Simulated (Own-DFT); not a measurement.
# Shaking the atoms of beta-Si3N4, 112 atoms (N64Si48)

All numbers below are calculated, not measured. They come from Own-DFT, an in-house plane-wave density functional program, since retired, whose code no person has reviewed. Each row is one single-point run on a periodic cell that was not relaxed, without spin or spin-orbit coupling.

Settings of every run: PBE; PseudoDojo norm-conserving scalar-relativistic files; cutoff 42 hartree; 2 x 2 x 4 k mesh centred on Gamma; Fermi-Dirac smearing of 0.1 eV.

Known limits, some of them of some rows only: some atoms lie very close together; forces on such cells moved up to 12 meV/angstrom on a denser k mesh; stress not checked against mesh or cutoff.

Cell vectors in Å: (15.212, 0.000, 0.000); (-7.606, 13.174, 0.000); (0.000, 0.000, 5.818). In each run every atom was moved at random and independently from its ideal site; u is the rms move along one axis. E is the free energy for each atom above the fitted value at u = 0, and F the rms of the force components.

| run | u (Å) | E (meV/atom) | F (eV/Å) | largest force (eV/Å) | P (GPa) |
|---|---|---|---|---|---|
| 1 | 0.0197 | 16.8 | 0.773 | 3.08 | 5.50 |
| 2 | 0.0199 | 20.4 | 0.894 | 3.30 | 5.56 |
| 3 | 0.0201 | 20.4 | 0.857 | 3.09 | 5.56 |
| 4 | 0.0478 | 108.8 | 1.969 | 8.37 | 7.87 |
| 5 | 0.0507 | 121.2 | 2.036 | 7.17 | 8.21 |
| 6 | 0.0516 | 145.9 | 2.397 | 11.68 | 9.19 |
| 7 | 0.1003 | ? | ? | ? | ? |
| 8 | 0.1028 | 478.0 | 4.720 | 23.87 | 17.70 |
| 9 | 0.1042 | 544.4 | 5.906 | 37.60 | 19.33 |
| 10 | 0.1527 | 1126.4 | 8.111 | 39.97 | 34.32 |

## Worked fit

For small independent moves the energy grows as E = (3/2) K u², with K the mean stiffness felt by one atom. The runs with u up to 0.11 Å give K = 32.5 ± 1.1 eV/Å², with residuals divided by u² + 0.0006 Å², since the noise grows with the moves. The scatter is 8.7 meV/atom at u = 0.05 Å. The forces follow F = G u with G = 44.9 eV/Å²; no force at u = 0 is resolved. G exceeds K because the moves of its neighbours add to the force on an atom, and stiffness differs between atoms. At u = 0.153 Å the parabola gives 1138 meV/atom and the run 1126. The pressure follows P = 5.14 + 1254 u² GPa: at fixed volume, shortened bonds push harder than stretched ones pull.

## Withheld run

Question: what energy and rms force should run 7 give?

The fit gives 491 ± 34 meV/atom and about 4.50 eV/Å. The calculation gave 546.7 meV/atom and 5.298 eV/Å.
